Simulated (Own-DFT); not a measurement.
# Strain and stress in diamond-structure SiGeSn with randomly placed atoms, 64 atoms (Ge48Si8Sn8)

All numbers below are calculated, not measured. They come from Own-DFT, an in-house plane-wave density functional program, since retired, whose code no person has reviewed. Each row is one single-point run on a periodic cell that was not relaxed, without spin or spin-orbit coupling.

Settings of every run: PBE; PseudoDojo norm-conserving scalar-relativistic files; cutoff 49 hartree; 3 x 3 x 3 k mesh centred on Gamma; Fermi-Dirac smearing of 0.1 eV.

Known limits: forces on such cells moved up to 12 meV/angstrom on a denser k mesh; stress not checked against mesh or cutoff.

Unstrained cell vectors in Å: (11.467, 0.000, 0.000); (0.000, 11.467, 0.000); (0.000, 0.000, 11.467). The unstrained cell has measured lattice constants (interpolated for alloys), not those of this functional. That, the random moves and any unrelaxed bonds set the pressure at no strain. Each run strains this cell uniformly, with the atoms carried along. Every atom was also moved at random, by a Gaussian of width 0.05 Å on each axis. The random placing of the alloy's atoms differs from row to row. Strain is the symmetric tensor, in per cent. Stress is positive in tension, and the pressure is minus a third of its trace.

```
run  e_xx (%)  e_yy (%)  e_zz (%)  s_xx (GPa)  s_yy (GPa)  s_zz (GPa)  P (GPa)  E (meV/atom)
  1      2.25      2.25      0.00       -1.31       -1.33       -2.60     1.74           1.9
  2      0.50      0.50      0.00       -3.92       -3.95       -4.17     4.01           8.5
  3      3.00      3.00      0.00       -0.23       -0.44       -1.89     0.85           0.0
  4      2.25      2.25      0.00       -1.36       -1.39       -2.57     1.77           2.1
  5      0.50      0.50      0.00       -4.24       -4.22       -4.35     4.27          26.3
  6     -3.00     -3.00      0.00      -11.26      -11.07       -9.33    10.56         109.0
  7      3.00      3.00      0.00       -0.48       -0.52       -2.20     1.07          18.3
  8     -1.50     -1.50      0.00       -7.46       -7.74       -6.70     7.30          44.9
  9     -2.50     -2.50      0.00       -9.97      -10.06       -8.24     9.42          86.1
 10     -1.50     -1.50      0.00       -7.76       -8.03       -6.97     7.58          66.9
 11     -2.50     -2.50      0.00       -9.79       -9.62       -8.30     9.24          73.2
 12     -2.75     -2.75      0.00           ?           ?           ?        ?             ?
```

E is the free energy for each atom above the lowest run shown.

## Worked fit

The change of volume is close to e_xx + e_yy + e_zz. A straight line through the runs shown gives P = 5.37 - 78 x (fractional change of volume) GPa, with an error of 3 on the slope and a scatter of 0.37 GPa. The strain isn't the same on all axes, but the crystal is cubic, so the slope still estimates the bulk modulus, averaged over pressures from 0.9 to 10.6 GPa.

## Withheld run

Question: what pressure should run 12 give? Its volume changes by -5.42 %.

The line gives 9.6 GPa. The calculation gave 9.57 GPa.
